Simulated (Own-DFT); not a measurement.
Simulation results for SiGe (diamond-structure random alloy, atoms displaced)

All values are calculated (Own-DFT development build). A calculation, not a measurement: plane-wave density functional theory by an unreviewed code, no spin, of a simulated periodic cell, stress positive in tension, run twice, with PBE and with PBEsol, both on files made for PBE, so the change isn't that of files made for PBEsol, forces on such cells passed a denser k mesh, this cell's mesh not checked; the far tail of each file's local potential was reset to the Coulomb form; each entry is a single point on an unrelaxed cell, so the pressure reflects the starting lattice, mostly measured values (interpolated for alloys), from which strain is counted, and rises with the displacements; printed positions are rounded, which can move forces by about a meV/angstrom; the program, named Own-DFT, is a retired in-house code; no spin-orbit coupling; stress was not checked against mesh or cutoff.

### SiGe (diamond-structure random alloy, atoms displaced)

```cif
# cell vector a (Å): 11.0890 0.0000 0.0000
# cell vector b (Å): 0.0000 11.0890 0.0000
# cell vector c (Å): 0.0000 0.0000 11.0890
data_SiGe
_symmetry_space_group_name_H-M 'P 1'
_symmetry_Int_Tables_number 1
_cell_length_a 11.0890
_cell_length_b 11.0890
_cell_length_c 11.0890
_cell_angle_alpha 90.000
_cell_angle_beta 90.000
_cell_angle_gamma 90.000
_cell_volume 1363.57
loop_
_atom_site_label
_atom_site_type_symbol
_atom_site_fract_x
_atom_site_fract_y
_atom_site_fract_z
_atom_site_occupancy
Si1 Si 0.01034 0.00013 0.99490 1
Si2 Si 0.99947 0.25117 0.24771 1
Si3 Si 0.25017 0.00840 0.24304 1
Si4 Si 0.25160 0.24838 0.99673 1
Si5 Si 0.12541 0.12133 0.12664 1
Ge1 Ge 0.11833 0.36811 0.36850 1
Ge2 Ge 0.38324 0.12163 0.37649 1
Ge3 Ge 0.37486 0.37390 0.11689 1
Si6 Si 0.00447 0.00792 0.49721 1
Ge4 Ge 0.00078 0.24609 0.76690 1
Si7 Si 0.24042 0.99850 0.75891 1
Ge5 Ge 0.25912 0.25255 0.50302 1
Si8 Si 0.11910 0.12346 0.62466 1
Ge6 Ge 0.12399 0.37296 0.87980 1
Si9 Si 0.37129 0.12757 0.88402 1
Si10 Si 0.36670 0.37931 0.62668 1
Si11 Si 0.00826 0.49854 0.00931 1
Si12 Si 0.99742 0.75783 0.25735 1
Ge7 Ge 0.25419 0.49683 0.25008 1
Ge8 Ge 0.25633 0.74305 0.00792 1
Ge9 Ge 0.12059 0.62952 0.11928 1
Si13 Si 0.13263 0.87127 0.37974 1
Ge10 Ge 0.37415 0.62346 0.38159 1
Si14 Si 0.37780 0.87504 0.13556 1
Ge11 Ge 0.99328 0.49554 0.50072 1
Ge12 Ge 0.99662 0.75331 0.74348 1
Ge13 Ge 0.24841 0.50409 0.75702 1
Si15 Si 0.24881 0.75461 0.49931 1
Ge14 Ge 0.11581 0.63391 0.62378 1
Ge15 Ge 0.12624 0.87488 0.88407 1
Si16 Si 0.37504 0.63068 0.88600 1
Ge16 Ge 0.37430 0.87521 0.62173 1
Ge17 Ge 0.50359 0.01179 0.00269 1
Si17 Si 0.50429 0.24811 0.25419 1
Si18 Si 0.73613 0.99742 0.25092 1
Ge18 Ge 0.75055 0.24727 0.00112 1
Si19 Si 0.62594 0.13238 0.12209 1
Ge19 Ge 0.63475 0.37650 0.36965 1
Si20 Si 0.86783 0.12016 0.37717 1
Si21 Si 0.87323 0.37555 0.12202 1
Si22 Si 0.50139 0.99022 0.50244 1
Ge20 Ge 0.50258 0.24340 0.75790 1
Ge21 Ge 0.75152 0.00766 0.76522 1
Ge22 Ge 0.75401 0.23889 0.50402 1
Si23 Si 0.62372 0.12402 0.63040 1
Ge23 Ge 0.61422 0.37570 0.86983 1
Si24 Si 0.87155 0.12943 0.87208 1
Ge24 Ge 0.87872 0.37612 0.62476 1
Ge25 Ge 0.50261 0.51149 0.00046 1
Si25 Si 0.49105 0.74852 0.25331 1
Ge26 Ge 0.75260 0.49764 0.25166 1
Ge27 Ge 0.74771 0.75058 0.00451 1
Ge28 Ge 0.61700 0.62701 0.12695 1
Si26 Si 0.61988 0.87788 0.37658 1
Si27 Si 0.87863 0.62511 0.37908 1
Ge29 Ge 0.86477 0.87853 0.12622 1
Si28 Si 0.49952 0.50111 0.49973 1
Si29 Si 0.49797 0.75046 0.75239 1
Ge30 Ge 0.75358 0.49597 0.75111 1
Si30 Si 0.75429 0.74528 0.49841 1
Si31 Si 0.62628 0.62627 0.63787 1
Si32 Si 0.63381 0.86924 0.87438 1
Ge31 Ge 0.88380 0.61649 0.88206 1
Ge32 Ge 0.87431 0.86670 0.62517 1
```

It was run with functional PBE, then PBEsol, potential files PseudoDojo norm-conserving, scalar-relativistic, standard set, wave cutoff 42 hartree, occupations Fermi-Dirac, smearing width 0.1 eV and k mesh 3 x 3 x 3 centred on Gamma.

It finds PBE pressure 3.35 GPa; PBE stress xx -3.35 GPa; PBE stress yy -3.42 GPa; PBE stress zz -3.27 GPa; PBE stress yz -0.71 GPa; PBE stress xz 0.01 GPa; PBE stress xy -0.52 GPa; PBEsol pressure 1.06 GPa; PBEsol stress xx -1.07 GPa; PBEsol stress yy -1.13 GPa; PBEsol stress zz -0.99 GPa; PBEsol stress yz -0.69 GPa; PBEsol stress xz 0 GPa; PBEsol stress xy -0.47 GPa; rms change of force components from PBE to PBEsol 0.053 eV/Å.

Force:
```tsv
force element	PBE force x (eV/Å)	PBE force y (eV/Å)	PBE force z (eV/Å)	PBEsol force x (eV/Å)	PBEsol force y (eV/Å)	PBEsol force z (eV/Å)
Si	-2.115	1.001	1.103	-2.073	0.904	1.051
Si	-1.311	-1.267	-0.545	-1.251	-1.2	-0.483
Si	0.276	-1.417	1.285	0.321	-1.354	1.319
Si	-0.717	-0.191	0.956	-0.727	-0.084	0.949
Si	-0.305	1.069	-0.72	-0.309	1.071	-0.715
Ge	1.025	0.55	0.89	1.043	0.584	0.907
Ge	-0.248	-0.197	-0.104	-0.276	-0.156	-0.068
Ge	0.647	-0.407	0.77	0.631	-0.315	0.761
Si	-0.536	-1.426	-0.136	-0.564	-1.445	-0.111
Ge	0.048	0.283	-2.401	0.071	0.36	-2.334
Si	1.054	0.864	-0.961	1.024	0.777	-0.93
Ge	-1.456	-0.7	-0.176	-1.422	-0.695	-0.242
Si	0.966	0.393	0.794	0.956	0.473	0.797
Ge	0.575	0.513	0.662	0.546	0.493	0.567
Si	-0.273	-0.82	-1.249	-0.163	-0.826	-1.239
Si	1.699	0.273	0.486	1.62	0.236	0.505
Si	-1.076	-0.906	-0.487	-1.001	-0.843	-0.521
Si	0.087	-0.393	-0.302	0.079	-0.383	-0.382
Ge	-0.872	0.313	-0.278	-0.84	0.303	-0.271
Ge	-0.028	1.852	0.129	-0.12	1.79	0.145
Ge	0.013	-0.023	2.296	0.1	-0.001	2.22
Si	-0.747	1.716	-1.041	-0.735	1.7	-1.034
Ge	-0.198	0.277	-0.098	-0.233	0.231	-0.141
Si	-0.23	0.807	-0.852	-0.234	0.799	-0.926
Ge	1.218	0.716	-0.754	1.203	0.653	-0.682
Ge	0.312	-0.258	2.439	0.298	-0.263	2.345
Ge	0.053	0.536	-0.419	-0.017	0.508	-0.394
Si	0.145	-0.871	0.394	0.206	-0.915	0.45
Ge	1.459	-1.127	-0.624	1.363	-1.113	-0.564
Ge	0.373	-1.256	-0.87	0.367	-1.297	-0.854
Si	0.475	-0.315	-1.84	0.422	-0.35	-1.753
Ge	-0.578	0.019	1.301	-0.566	0.012	1.263
Ge	-0.141	-1.951	-0.169	-0.129	-1.894	-0.165
Si	0.046	0.547	-0.966	0.007	0.575	-0.895
Si	0.502	0.982	-0.003	0.532	0.933	-0.056
Ge	-0.026	0.909	-0.459	-0.058	0.911	-0.484
Si	-0.083	-0.405	1.541	-0.081	-0.395	1.411
Ge	-1.498	-0.979	1.598	-1.389	-0.933	1.534
Si	0.965	-0.418	-1.313	0.896	-0.362	-1.256
Si	0.83	-0.065	0.274	0.719	-0.062	0.266
Si	0.532	1.31	0.317	0.425	1.299	0.334
Ge	-1.898	-0.036	-1.451	-1.799	0.021	-1.357
Ge	-0.602	-1.373	-2.027	-0.57	-1.361	-1.999
Ge	-0.574	0.924	0.218	-0.548	0.977	0.217
Si	-0.125	-0.891	-0.347	-0.085	-0.829	-0.3
Ge	1.523	0.562	1.142	1.48	0.536	1.1
Si	1.081	-0.644	2.096	1.021	-0.594	2.017
Ge	-0.418	-1.5	0.936	-0.41	-1.441	0.907
Ge	-0.751	-1.452	-0.565	-0.687	-1.444	-0.501
Si	0.794	0.452	0.641	0.787	0.337	0.641
Ge	0.872	1.362	-0.854	0.769	1.304	-0.811
Ge	0.296	-0.907	-0.553	0.324	-0.909	-0.485
Ge	1.017	0.605	1.266	1.013	0.542	1.17
Si	0.415	-1.509	-0.082	0.411	-1.503	-0.085
Si	-0.273	0.259	-0.722	-0.254	0.154	-0.712
Ge	1.48	0.674	0.436	1.397	0.603	0.379
Si	0.757	-0.393	1.146	0.748	-0.382	1.047
Si	0.213	0.101	0.378	0.157	0.145	0.335
Ge	-0.371	0.374	0.244	-0.32	0.326	0.268
Si	-1.397	0.103	0.119	-1.341	0.143	0.17
Si	-0.251	-0.03	-1.473	-0.197	-0.076	-1.408
Si	-1.583	0.762	0.143	-1.501	0.783	0.178
Ge	-0.379	0.551	-0.179	-0.408	0.568	-0.221
Ge	-0.687	2.464	-0.979	-0.627	2.373	-0.875
```
